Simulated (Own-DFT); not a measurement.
## Calculated data, GaN (wurtzite, strained, atoms displaced), Si₃N₄ (beta silicon nitride, strained, atoms displaced), GaP (zincblende, strained, atoms displaced), GaP (zincblende, atoms displaced)

All values are calculated (Own-DFT development build). A calculation, not a measurement: plane-wave PBE density functional theory by an unreviewed code, no spin, of a simulated periodic cell, stress positive in tension, free energy of the whole cell less one offset for each atom, forces on such cells passed a denser k mesh, this cell's mesh not checked; offsets are fitted by least squares, one for each functional and potential file, so energies compare only between cells with the same atoms and settings and are not formation energies; the far tail of each file's local potential was reset to the Coulomb form; each entry is a single point on an unrelaxed cell, so the pressure reflects the starting lattice, mostly measured values (interpolated for alloys), from which strain is counted, and rises with the displacements; printed positions are rounded, which can move forces by about a meV/angstrom; the program, named Own-DFT, is a retired in-house code; no spin-orbit coupling.

Settings shared by all entries: functional PBE.

(1) 
```cif
# cell vector a (Å): 12.7560 0.0000 0.0000
# cell vector b (Å): -4.7835 8.2853 0.0000
# cell vector c (Å): 0.0000 0.0000 10.6292
data_GaN
_symmetry_space_group_name_H-M 'P 1'
_symmetry_Int_Tables_number 1
_cell_length_a 12.7560
_cell_length_b 9.5670
_cell_length_c 10.6292
_cell_angle_alpha 90.000
_cell_angle_beta 90.000
_cell_angle_gamma 120.000
_cell_volume 1123.37
loop_
_atom_site_label
_atom_site_type_symbol
_atom_site_fract_x
_atom_site_fract_y
_atom_site_fract_z
_atom_site_occupancy
Ga1 Ga 0.08472 0.22282 0.99641 1
Ga2 Ga 0.17572 0.11996 0.24717 1
N1 N 0.08367 0.22358 0.17970 1
N2 N 0.16443 0.10610 0.44099 1
Ga3 Ga 0.08332 0.22843 0.50113 1
Ga4 Ga 0.16340 0.10668 0.73858 1
N3 N 0.07341 0.21314 0.68651 1
N4 N 0.17339 0.11541 0.93339 1
Ga5 Ga 0.08610 0.55528 0.00119 1
Ga6 Ga 0.16657 0.45182 0.25289 1
N5 N 0.09074 0.55836 0.19114 1
N6 N 0.17272 0.44869 0.43885 1
Ga7 Ga 0.08755 0.55800 0.50031 1
Ga8 Ga 0.16160 0.43300 0.74836 1
N7 N 0.07704 0.55133 0.68308 1
N8 N 0.16347 0.45421 0.93742 1
Ga9 Ga 0.08551 0.89168 0.00857 1
Ga10 Ga 0.16391 0.76211 0.24784 1
N9 N 0.08028 0.88895 0.18077 1
N10 N 0.16742 0.78702 0.44340 1
Ga11 Ga 0.08848 0.89090 0.50724 1
Ga12 Ga 0.16298 0.77635 0.74966 1
N11 N 0.08121 0.87833 0.68953 1
N12 N 0.16484 0.76933 0.94169 1
Ga13 Ga 0.33583 0.22236 0.99034 1
Ga14 Ga 0.42034 0.11320 0.24645 1
N13 N 0.33988 0.22681 0.18204 1
N14 N 0.42153 0.11430 0.43072 1
Ga15 Ga 0.32913 0.21671 0.49749 1
Ga16 Ga 0.41247 0.11064 0.74733 1
N15 N 0.32636 0.21666 0.69142 1
N16 N 0.42218 0.11707 0.93069 1
Ga17 Ga 0.33248 0.55275 0.99728 1
Ga18 Ga 0.41880 0.45332 0.24674 1
N17 N 0.33118 0.55112 0.18383 1
N18 N 0.41703 0.44109 0.43524 1
Ga19 Ga 0.33357 0.55684 0.49508 1
Ga20 Ga 0.41682 0.44881 0.75256 1
N19 N 0.33839 0.56378 0.68779 1
N20 N 0.41165 0.43379 0.95073 1
Ga21 Ga 0.33172 0.89100 0.00433 1
Ga22 Ga 0.41159 0.77514 0.24624 1
N21 N 0.33121 0.88476 0.18632 1
N22 N 0.41507 0.78065 0.44588 1
Ga23 Ga 0.32805 0.88314 0.49585 1
Ga24 Ga 0.41552 0.77336 0.74595 1
N23 N 0.32693 0.88320 0.70508 1
N24 N 0.41548 0.77450 0.93535 1
Ga25 Ga 0.58416 0.22291 0.00609 1
Ga26 Ga 0.66163 0.09548 0.25418 1
N25 N 0.59263 0.22685 0.19476 1
N26 N 0.65646 0.11547 0.43843 1
Ga27 Ga 0.57797 0.20860 0.50101 1
Ga28 Ga 0.65966 0.09942 0.75155 1
N27 N 0.57708 0.21194 0.69034 1
N28 N 0.67314 0.10242 0.94467 1
Ga29 Ga 0.58781 0.55941 0.00163 1
Ga30 Ga 0.66427 0.44392 0.24441 1
N29 N 0.57854 0.55752 0.19040 1
N30 N 0.66996 0.43796 0.43714 1
Ga31 Ga 0.57903 0.55217 0.49522 1
Ga32 Ga 0.67127 0.44163 0.76396 1
N31 N 0.57596 0.54920 0.69182 1
N32 N 0.67762 0.45605 0.93573 1
Ga33 Ga 0.57762 0.88510 0.99801 1
Ga34 Ga 0.66909 0.77676 0.24932 1
N33 N 0.58482 0.88816 0.18820 1
N34 N 0.66940 0.77307 0.43286 1
Ga35 Ga 0.57796 0.88379 0.50422 1
Ga36 Ga 0.67720 0.79124 0.75499 1
N35 N 0.57675 0.88716 0.68405 1
N36 N 0.66099 0.76679 0.94913 1
Ga37 Ga 0.83452 0.22344 0.00277 1
Ga38 Ga 0.91392 0.10494 0.25469 1
N37 N 0.83139 0.22571 0.19525 1
N38 N 0.92004 0.11118 0.43725 1
Ga39 Ga 0.83472 0.21998 0.49260 1
Ga40 Ga 0.92325 0.11746 0.75034 1
N39 N 0.83685 0.23456 0.68640 1
N40 N 0.91647 0.10586 0.94255 1
Ga41 Ga 0.83328 0.56061 0.00147 1
Ga42 Ga 0.91550 0.44202 0.25271 1
N41 N 0.83038 0.54792 0.19086 1
N42 N 0.91457 0.44428 0.43367 1
Ga43 Ga 0.83349 0.56337 0.50361 1
Ga44 Ga 0.91152 0.45604 0.75370 1
N43 N 0.83226 0.55848 0.68357 1
N44 N 0.91318 0.44275 0.93021 1
Ga45 Ga 0.84129 0.89590 0.00372 1
Ga46 Ga 0.91994 0.77569 0.25531 1
N45 N 0.83080 0.88884 0.19157 1
N46 N 0.92254 0.78423 0.43889 1
Ga47 Ga 0.83302 0.88417 0.50205 1
Ga48 Ga 0.92146 0.78674 0.74468 1
N47 N 0.83451 0.89273 0.69071 1
N48 N 0.91286 0.77103 0.93993 1
_calc_potential_files 'PseudoDojo norm-conserving, scalar-relativistic, standard set with the stringent files for Ga'
_calc_wave_cutoff 96  # hartree
_calc_occupations 'Gaussian'
_calc_smearing_width 0.01  # eV
_calc_k_mesh '3 x 4 x 3 centred on Gamma'
_calc_free_energy_of_cell_above_offsets '-4.633'  # eV
_calc_pressure 2.6  # GPa
_calc_stress_xx -5.25  # GPa
_calc_stress_yy -5.29  # GPa
_calc_stress_zz 2.75  # GPa
_calc_stress_yz -0.01  # GPa
_calc_stress_xz 0.26  # GPa
_calc_stress_xy -0.7  # GPa
```

Force:
```tsv
element	x (eV/Å)	y (eV/Å)	z (eV/Å)
Ga	0.368	0.287	0.193
Ga	-0.744	-0.634	-0.09
N	0.049	0.149	1.488
N	-0.46	0.92	-0.509
Ga	0.519	-0.723	-0.466
Ga	-0.061	-0.222	1.719
N	2.555	1.257	-0.847
N	-1.295	-0.948	-0.457
Ga	-1.908	0.038	0.171
Ga	1.538	-1.964	-0.361
N	-1.813	-1.667	-1.124
N	-0.99	-0.409	-0.365
Ga	-1.335	-0.288	0.189
Ga	-0.388	1.958	0.183
N	0.753	0.185	0.581
N	2.082	-2.008	-0.944
Ga	-0.054	-0.326	-2.513
Ga	-1.104	3.468	0.904
N	1.003	0.024	2.553
N	0.571	-1.74	-1.563
Ga	-1.241	-0.09	-0.651
Ga	0.989	-1.449	1.251
N	-0.549	1.538	-0.546
N	-0.653	1.492	-0.273
Ga	0.195	-1.344	1.358
Ga	-0.107	0.186	0.135
N	-0.148	-0.285	0.306
N	-1.532	-1.101	0.701
Ga	0.92	0.539	0.275
Ga	0.474	-0.371	0.272
N	0.424	1.017	-1.218
N	0.178	-0.648	1.31
Ga	-0.266	0.148	0.115
Ga	-0.142	-1.469	0.389
N	-0.628	0.804	0.491
N	-1.057	0.049	-0.217
Ga	1.225	-0.027	1.112
Ga	-0.097	-0.693	0.476
N	-0.902	-2.451	-0.635
N	0.467	2.697	-2.003
Ga	0.432	-0.199	-1.519
Ga	1.266	0.019	0.457
N	-0.204	0.601	0.397
N	0.105	-0.75	-1.602
Ga	0.465	1.603	1.337
Ga	-0.931	0.934	1.296
N	0.55	0.578	-2.23
N	-0.364	0.15	0.236
Ga	0.797	-0.03	-0.45
Ga	-0.061	1.976	0.251
N	-1.051	-1.31	-1.5
N	4.1	-2.487	-0.71
Ga	-1.415	2.857	1.271
Ga	0.709	1.75	0.183
N	0.341	0.904	0.012
N	-1.793	0.655	-1.021
Ga	-0.685	-1.871	0.475
Ga	0.146	0.432	1.789
N	1.596	0.021	-0.764
N	-1.236	0.587	-0.004
Ga	1.561	-0.538	1.035
Ga	-1.344	-0.176	-3.201
N	1.632	1.123	-0.296
N	-1.472	-1.756	1.846
Ga	0.804	-0.405	0.744
Ga	-0.619	-0.037	0.017
N	-0.776	-1.242	-0.145
N	-0.937	0.696	0.948
Ga	1.049	0.811	-0.948
Ga	-1.688	-2.256	0.416
N	1.598	-0.324	0.68
N	0.512	2.849	-1.691
Ga	0.39	0.192	0.347
Ga	0.313	1.07	-0.92
N	0.837	-1.11	-0.76
N	-0.352	-0.38	0.28
Ga	-1.249	0.544	1.146
Ga	-3.372	-0.615	1.009
N	-0.09	-1.587	-0.001
N	-0.017	1.289	-1.09
Ga	1.578	-0.531	0.943
Ga	-0.126	0.234	0.065
N	0.168	1.376	-0.716
N	0.829	0.609	0.716
Ga	0.233	-1.264	-0.997
Ga	1.525	-1.189	-1.151
N	-0.764	0.821	0.759
N	0.396	0.327	2.098
Ga	-0.788	-1.698	0.45
Ga	-0.687	-0.026	-0.6
N	1.194	-0.263	-0.372
N	0.038	-0.23	0.38
Ga	-0.222	0.506	-0.256
Ga	-0.821	-1.542	1.51
N	0.512	0.484	-0.715
N	0.556	1.918	-0.822
```

(2) 
```cif
# cell vector a (Å): 7.5992 0.0432 -0.1287
# cell vector b (Å): -3.7622 6.4580 0.1622
# cell vector c (Å): -0.1477 0.1297 8.7579
data_Si3N4
_symmetry_space_group_name_H-M 'P 1'
_symmetry_Int_Tables_number 1
_cell_length_a 7.6004
_cell_length_b 7.4757
_cell_length_c 8.7601
_cell_angle_alpha 87.537
_cell_angle_beta 91.931
_cell_angle_gamma 119.910
_cell_volume 431.00
loop_
_atom_site_label
_atom_site_type_symbol
_atom_site_fract_x
_atom_site_fract_y
_atom_site_fract_z
_atom_site_occupancy
Si1 Si 0.17500 0.77054 0.08018 1
Si2 Si 0.23675 0.39996 0.08755 1
Si3 Si 0.59341 0.83010 0.08210 1
Si4 Si 0.82283 0.22912 0.25373 1
Si5 Si 0.77723 0.58575 0.25261 1
Si6 Si 0.40431 0.17436 0.23394 1
N1 N 0.34385 0.03384 0.08729 1
N2 N 0.96407 0.30028 0.08509 1
N3 N 0.68747 0.66303 0.07145 1
N4 N 0.66843 0.97383 0.25306 1
N5 N 0.03802 0.70307 0.25998 1
N6 N 0.30439 0.33154 0.25246 1
N7 N 0.33881 0.67437 0.08251 1
N8 N 0.68061 0.33966 0.23957 1
Si7 Si 0.16322 0.76853 0.42376 1
Si8 Si 0.22756 0.40514 0.41486 1
Si9 Si 0.58363 0.81638 0.40625 1
Si10 Si 0.81847 0.21947 0.58045 1
Si11 Si 0.77872 0.60574 0.58267 1
Si12 Si 0.39879 0.17865 0.57106 1
N9 N 0.32331 0.02173 0.42874 1
N10 N 0.96744 0.30341 0.41524 1
N11 N 0.70470 0.67494 0.40952 1
N12 N 0.67737 0.96630 0.58185 1
N13 N 0.03408 0.69759 0.58108 1
N14 N 0.28707 0.33080 0.58298 1
N15 N 0.32709 0.66991 0.41767 1
N16 N 0.64291 0.31854 0.57769 1
Si13 Si 0.18207 0.77373 0.75244 1
Si14 Si 0.22433 0.40302 0.75582 1
Si15 Si 0.59368 0.82128 0.74753 1
Si16 Si 0.80950 0.22104 0.90701 1
Si17 Si 0.78153 0.59959 0.91562 1
Si18 Si 0.40326 0.17703 0.91094 1
N17 N 0.33481 0.01913 0.75857 1
N18 N 0.95878 0.29640 0.75326 1
N19 N 0.70975 0.66962 0.74294 1
N20 N 0.65717 0.96388 0.90425 1
N21 N 0.03803 0.69901 0.91712 1
N22 N 0.29750 0.33824 0.91916 1
N23 N 0.33833 0.66228 0.74684 1
N24 N 0.65963 0.32853 0.91804 1
_calc_potential_files 'PseudoDojo norm-conserving, scalar-relativistic, standard set'
_calc_wave_cutoff 42  # hartree
_calc_occupations 'Fermi-Dirac'
_calc_smearing_width 0.1  # eV
_calc_k_mesh '3 x 3 x 3 centred on Gamma'
_calc_free_energy_of_cell_above_offsets '-3.113'  # eV
_calc_pressure 11.86  # GPa
_calc_stress_xx -9.19  # GPa
_calc_stress_yy -18.06  # GPa
_calc_stress_zz -8.35  # GPa
_calc_stress_yz 1.72  # GPa
_calc_stress_xz -3.62  # GPa
_calc_stress_xy 0.3  # GPa
```

Force:
```tsv
element	x (eV/Å)	y (eV/Å)	z (eV/Å)
Si	1.061	-0.615	2.747
Si	-3.767	1.864	-1.471
Si	0.495	0.172	-0.482
Si	1.877	0.775	-1.808
Si	-2.242	3.674	-1.037
Si	1.978	1.328	5.85
N	-1.025	-1.565	-3.224
N	1.189	-0.336	-0.913
N	2.024	0.124	1.745
N	-0.13	-1.169	-2.381
N	-1.412	-0.274	-3.741
N	0.178	-0.367	1.045
N	-0.581	-1.685	0.297
N	-3.176	-3.053	0.412
Si	3.083	0.29	-0.995
Si	-0.924	0.808	-0.18
Si	0.094	0.642	2.919
Si	-1.013	2.265	0.039
Si	-0.767	-2.573	-0.977
Si	-1.334	-1.042	3.426
N	-0.054	1.56	-4.027
N	0.175	-0.245	0.772
N	0.747	-0.785	0.003
N	-0.379	-2.23	-1.521
N	-1.302	-0.641	3.131
N	0.956	-1.029	1.623
N	0.706	-0.938	-0.37
N	4.434	3.815	0.081
Si	0.535	-3.152	-0.757
Si	-1.153	-0.213	-2.529
Si	0.551	-0.643	-1.055
Si	1.089	1.34	2.63
Si	-1.82	-1.091	0.036
Si	0.305	-0.06	0.515
N	-0.943	4.109	-1.47
N	1.108	0.633	-1.662
N	-0.504	0.637	1.275
N	0.415	-0.041	1.947
N	-0.85	-0.063	-0.361
N	1.934	-2.075	0.748
N	-1.645	0.517	0.116
N	0.085	1.335	-0.391
```

(3) 
```cif
# cell vector a (Å): 10.8620 0.0000 0.0000
# cell vector b (Å): 0.0000 10.8620 0.0000
# cell vector c (Å): 0.0000 0.0000 10.9439
data_GaP
_symmetry_space_group_name_H-M 'P 1'
_symmetry_Int_Tables_number 1
_cell_length_a 10.8620
_cell_length_b 10.8620
_cell_length_c 10.9439
_cell_angle_alpha 90.000
_cell_angle_beta 90.000
_cell_angle_gamma 90.000
_cell_volume 1291.19
loop_
_atom_site_label
_atom_site_type_symbol
_atom_site_fract_x
_atom_site_fract_y
_atom_site_fract_z
_atom_site_occupancy
Ga1 Ga 0.99583 0.00610 0.99602 1
Ga2 Ga 0.00638 0.25001 0.26364 1
Ga3 Ga 0.24937 0.01051 0.23052 1
Ga4 Ga 0.25039 0.24553 0.99298 1
P1 P 0.13741 0.13615 0.11314 1
P2 P 0.11642 0.37481 0.37076 1
P3 P 0.37721 0.14246 0.36895 1
P4 P 0.38727 0.35843 0.13009 1
Ga5 Ga 0.99131 0.00305 0.48994 1
Ga6 Ga 0.00762 0.25021 0.74187 1
Ga7 Ga 0.25845 0.01225 0.75185 1
Ga8 Ga 0.25931 0.25265 0.49914 1
P5 P 0.12486 0.13323 0.62823 1
P6 P 0.12569 0.37625 0.87724 1
P7 P 0.38074 0.12471 0.86388 1
P8 P 0.37771 0.37434 0.62012 1
Ga9 Ga 0.99931 0.49682 0.99958 1
Ga10 Ga 0.00904 0.75539 0.26101 1
Ga11 Ga 0.25817 0.49760 0.24379 1
Ga12 Ga 0.24481 0.75620 0.01125 1
P9 P 0.11171 0.63440 0.12739 1
P10 P 0.13765 0.87593 0.36810 1
P11 P 0.38165 0.61682 0.37784 1
P12 P 0.37796 0.87406 0.13243 1
Ga13 Ga 0.99662 0.50266 0.49267 1
Ga14 Ga 0.00134 0.74201 0.74557 1
Ga15 Ga 0.24933 0.50109 0.76204 1
Ga16 Ga 0.25412 0.73445 0.49436 1
P13 P 0.13596 0.63130 0.62200 1
P14 P 0.11556 0.87208 0.87813 1
P15 P 0.37193 0.61419 0.87444 1
P16 P 0.36421 0.87129 0.64642 1
Ga17 Ga 0.50984 0.00128 0.00543 1
Ga18 Ga 0.49605 0.24733 0.24833 1
Ga19 Ga 0.74293 0.99155 0.24336 1
Ga20 Ga 0.76088 0.24633 0.00685 1
P17 P 0.63123 0.12232 0.12341 1
P18 P 0.61431 0.37394 0.37319 1
P19 P 0.88191 0.12040 0.37546 1
P20 P 0.87360 0.37590 0.12953 1
Ga21 Ga 0.49982 0.98789 0.50018 1
Ga22 Ga 0.49183 0.24788 0.74829 1
Ga23 Ga 0.74821 0.99621 0.74801 1
Ga24 Ga 0.75117 0.25247 0.50826 1
P21 P 0.61867 0.12090 0.61641 1
P22 P 0.63069 0.36608 0.86924 1
P23 P 0.87052 0.13455 0.86417 1
P24 P 0.88345 0.37778 0.62649 1
Ga25 Ga 0.49482 0.49891 0.99256 1
Ga26 Ga 0.49356 0.75190 0.25330 1
Ga27 Ga 0.74086 0.50958 0.24943 1
Ga28 Ga 0.75085 0.74989 0.99062 1
P25 P 0.61431 0.62767 0.12241 1
P26 P 0.61093 0.86104 0.38238 1
P27 P 0.87426 0.62829 0.36868 1
P28 P 0.87758 0.87977 0.12708 1
Ga29 Ga 0.49669 0.50013 0.50862 1
Ga30 Ga 0.50042 0.75571 0.74716 1
Ga31 Ga 0.74247 0.50958 0.74685 1
Ga32 Ga 0.74207 0.74246 0.48401 1
P29 P 0.62709 0.61547 0.62262 1
P30 P 0.62293 0.87200 0.86919 1
P31 P 0.87002 0.61463 0.88897 1
P32 P 0.88308 0.86233 0.63029 1
_calc_potential_files 'PseudoDojo norm-conserving, scalar-relativistic, standard set'
_calc_wave_cutoff 42  # hartree
_calc_occupations 'Fermi-Dirac'
_calc_smearing_width 0.1  # eV
_calc_hardware 'one NVIDIA H100'
_calc_k_mesh '3 x 3 x 3 centred on Gamma'
_calc_free_energy_of_cell_above_offsets '-29.781'  # eV
_calc_pressure 4.33  # GPa
_calc_stress_xx -4.53  # GPa
_calc_stress_yy -4.61  # GPa
_calc_stress_zz -3.86  # GPa
_calc_stress_yz 0.31  # GPa
_calc_stress_xz -0.73  # GPa
_calc_stress_xy 0.28  # GPa
_calc_wall_time 569.9  # s
```

Force:
```tsv
element	x (eV/Å)	y (eV/Å)	z (eV/Å)
Ga	0.035	0.364	-0.064
Ga	-0.946	-0.81	-2.2
Ga	0.619	-0.209	1.625
Ga	1.717	1.253	-0.795
P	-2.849	-0.98	0.998
P	2.347	1.243	1.137
P	-0.757	-3.29	0.793
P	-2.012	2.337	-2.471
Ga	1.993	-1.776	1.942
Ga	-0.767	0.891	1.206
Ga	-2.44	-0.974	-0.003
Ga	-1.531	0.319	-0.046
P	1.094	-1.531	-1.613
P	-0.273	-0.342	-0.106
P	0.172	-0.056	2.637
P	-0.893	0.367	1.449
Ga	0.199	-0.316	0.944
Ga	-1.151	0.328	-0.618
Ga	-0.881	-0.216	-0.077
Ga	0.071	-0.428	-0.945
P	1.458	-1.444	-0.202
P	0.128	0.952	0.998
P	-0.394	0.13	-0.638
P	-0.03	0.703	-1.133
Ga	0.408	0.214	0.684
Ga	0.278	-0.547	1.305
Ga	-0.349	-0.697	-1.956
Ga	0.464	1.976	-0.062
P	-1.427	-1.866	0.612
P	1.021	0.584	-0.362
P	0.387	2.485	0.696
P	0.355	-0.144	-2.911
Ga	-0.834	-0.583	-0.846
Ga	2.571	-0.506	0.331
Ga	0.323	-0.046	1.294
Ga	-0.509	0.55	-0.69
P	-0.429	0.693	0.531
P	1.324	0.314	0.463
P	-2.421	0.946	-1.089
P	0.379	-0.044	0.648
Ga	-1.532	0.961	0.607
Ga	1.58	0.674	-0.858
Ga	0.232	0.201	-0.636
Ga	-0.053	0.047	-0.845
P	0.519	-0.028	0.76
P	-0.503	0.442	0.484
P	0.569	-0.849	0.375
P	-0.903	0.62	-0.059
Ga	0.936	-1.259	0.636
Ga	0.1	-1.146	-0.301
Ga	-0.076	-0.889	-0.172
Ga	-0.341	0.467	1.395
P	0.415	0.382	-0.374
P	1.041	1.385	-1.259
P	0.093	-0.184	-0.034
P	-0.016	-0.815	-0.337
Ga	0.627	-0.611	-0.791
Ga	0.057	-1.681	0.327
Ga	1.437	-1.79	1.2
Ga	1.071	-0.144	1.985
P	-0.829	2.134	-0.539
P	0.405	0.438	0.769
P	0.347	0.57	-2.163
P	-1.626	1.229	-1.637
```

(4) 
```cif
# cell vector a (Å): 10.9010 0.0000 0.0000
# cell vector b (Å): 0.0000 10.9010 0.0000
# cell vector c (Å): 0.0000 0.0000 10.9010
data_GaP
_symmetry_space_group_name_H-M 'P 1'
_symmetry_Int_Tables_number 1
_cell_length_a 10.9010
_cell_length_b 10.9010
_cell_length_c 10.9010
_cell_angle_alpha 90.000
_cell_angle_beta 90.000
_cell_angle_gamma 90.000
_cell_volume 1295.39
loop_
_atom_site_label
_atom_site_type_symbol
_atom_site_fract_x
_atom_site_fract_y
_atom_site_fract_z
_atom_site_occupancy
Ga1 Ga 0.98982 0.01755 0.00488 1
Ga2 Ga 0.00356 0.23838 0.24192 1
Ga3 Ga 0.24280 0.00288 0.25197 1
Ga4 Ga 0.26723 0.24332 0.99657 1
P1 P 0.13405 0.13091 0.12451 1
P2 P 0.13920 0.37680 0.36736 1
P3 P 0.38001 0.11393 0.35739 1
P4 P 0.37581 0.37684 0.12476 1
Ga5 Ga 0.99504 0.01291 0.50954 1
Ga6 Ga 0.98628 0.24038 0.73857 1
Ga7 Ga 0.24500 0.01273 0.75548 1
Ga8 Ga 0.26345 0.24361 0.48782 1
P5 P 0.13543 0.13446 0.64481 1
P6 P 0.13872 0.37926 0.88952 1
P7 P 0.38187 0.12347 0.88681 1
P8 P 0.37675 0.38978 0.60806 1
Ga9 Ga 0.98061 0.49695 0.99508 1
Ga10 Ga 0.99552 0.75129 0.26567 1
Ga11 Ga 0.24316 0.50078 0.22795 1
Ga12 Ga 0.25394 0.74662 0.99922 1
P9 P 0.13322 0.60935 0.12512 1
P10 P 0.11525 0.87164 0.37116 1
P11 P 0.38948 0.62582 0.37828 1
P12 P 0.37453 0.85814 0.12787 1
Ga13 Ga 0.99075 0.50669 0.50236 1
Ga14 Ga 0.99084 0.75842 0.74204 1
Ga15 Ga 0.26767 0.49159 0.76998 1
Ga16 Ga 0.26660 0.75398 0.49159 1
P13 P 0.11385 0.62008 0.63246 1
P14 P 0.13647 0.85677 0.87676 1
P15 P 0.36040 0.62976 0.87881 1
P16 P 0.39195 0.87456 0.63288 1
Ga17 Ga 0.49018 0.99522 0.00643 1
Ga18 Ga 0.50431 0.24455 0.24149 1
Ga19 Ga 0.75832 0.00198 0.25915 1
Ga20 Ga 0.76609 0.24765 0.00390 1
P17 P 0.64190 0.11805 0.12444 1
P18 P 0.61049 0.36321 0.38279 1
P19 P 0.88589 0.11095 0.37644 1
P20 P 0.88464 0.38433 0.13732 1
Ga21 Ga 0.48607 0.00553 0.50258 1
Ga22 Ga 0.51140 0.25090 0.73718 1
Ga23 Ga 0.75126 0.97420 0.76201 1
Ga24 Ga 0.74967 0.26064 0.49536 1
P21 P 0.63891 0.11558 0.61392 1
P22 P 0.62443 0.37199 0.88811 1
P23 P 0.86846 0.12470 0.87099 1
P24 P 0.87286 0.39929 0.62218 1
Ga25 Ga 0.48650 0.50207 0.99506 1
Ga26 Ga 0.48665 0.74619 0.23857 1
Ga27 Ga 0.75482 0.50195 0.24209 1
Ga28 Ga 0.74120 0.75144 0.01262 1
P25 P 0.61837 0.63092 0.13368 1
P26 P 0.60947 0.88518 0.38163 1
P27 P 0.86468 0.61301 0.37366 1
P28 P 0.89492 0.87176 0.13689 1
Ga29 Ga 0.50217 0.50120 0.52026 1
Ga30 Ga 0.51020 0.74871 0.76121 1
Ga31 Ga 0.74279 0.50347 0.75477 1
Ga32 Ga 0.75888 0.75566 0.50074 1
P29 P 0.61080 0.62941 0.62922 1
P30 P 0.63941 0.87660 0.88541 1
P31 P 0.87761 0.63426 0.88661 1
P32 P 0.87696 0.86615 0.62983 1
_calc_potential_files 'PseudoDojo norm-conserving, scalar-relativistic, standard set'
_calc_wave_cutoff 42  # hartree
_calc_occupations 'Fermi-Dirac'
_calc_smearing_width 0.1  # eV
_calc_hardware 'one NVIDIA H100'
_calc_k_mesh '3 x 3 x 3 centred on Gamma'
_calc_free_energy_of_cell_above_offsets '-24.667'  # eV
_calc_pressure 4.93  # GPa
_calc_stress_xx -4.74  # GPa
_calc_stress_yy -4.93  # GPa
_calc_stress_zz -5.1  # GPa
_calc_stress_yz 1.42  # GPa
_calc_stress_xz -0.6  # GPa
_calc_stress_xy 1.05  # GPa
_calc_wall_time 562.2  # s
```

Force:
```tsv
element	x (eV/Å)	y (eV/Å)	z (eV/Å)
Ga	1.692	-1.585	0.027
Ga	0.452	1.131	1.632
Ga	-0.462	-1.576	-0.546
Ga	-1.414	1.426	1.094
P	-0.103	-0.549	-1.142
P	-1.602	-0.498	0.659
P	-0.179	0.81	1.041
P	0.685	-0.819	0.032
Ga	1.993	-1.628	1.181
Ga	0.381	2.259	0.787
Ga	1.675	-2.768	1.48
Ga	-0.611	0.584	0.084
P	-0.852	0.445	-3.139
P	-1.659	-1.177	-0.652
P	0.696	-0.249	-2.475
P	-2.127	-3.224	3.098
Ga	2.581	0.098	0.217
Ga	0.44	-2.4	-0.92
Ga	2.868	-1.904	3.692
Ga	-1.299	-0.271	1.763
P	-3.678	3.771	-2.288
P	1.776	1.364	2.12
P	-1.05	-1.086	-0.588
P	-1.69	2.912	-1.18
Ga	2.419	0.057	-1.175
Ga	2.614	-2.259	2.277
Ga	-1.884	-0.473	-2.378
Ga	-1.241	-0.111	0.984
P	1.642	0.444	-0.293
P	-1.922	2.673	-0.934
P	3.134	0.274	-0.667
P	-1.951	0.55	0.349
Ga	1.464	-0.439	0.523
Ga	0.288	0.2	-0.35
Ga	-0.877	-1.684	-0.221
Ga	-1.019	1.011	0.588
P	-0.933	0.25	-0.123
P	0.663	1.588	-0.876
P	-0.976	3.076	-0.324
P	-0.444	-2.005	-0.859
Ga	1.147	0.058	0.202
Ga	-0.015	-0.035	0.313
Ga	0.884	2.524	-2.264
Ga	1.052	-0.781	0.38
P	-0.438	0.139	1.117
P	0.209	0.112	-0.887
P	0.166	-0.446	-0.515
P	-0.954	-2.956	0.981
Ga	1.039	0.199	0.466
Ga	1.979	-0.273	2.975
Ga	-2.37	-0.483	0.725
Ga	1.738	-0.202	0.706
P	0.403	-1.411	-1.143
P	1.584	-1.142	-1.03
P	0.578	1.73	0.522
P	-2.266	0.893	-1.279
Ga	1.456	1.205	-3.349
Ga	-0.805	0.479	0.762
Ga	-0.189	0.575	0.793
Ga	-2.11	-0.567	-0.844
P	2.819	0.346	0.276
P	-3.115	-1.041	1.236
P	-1.413	0.341	-1.266
P	-0.867	2.515	-1.373
```
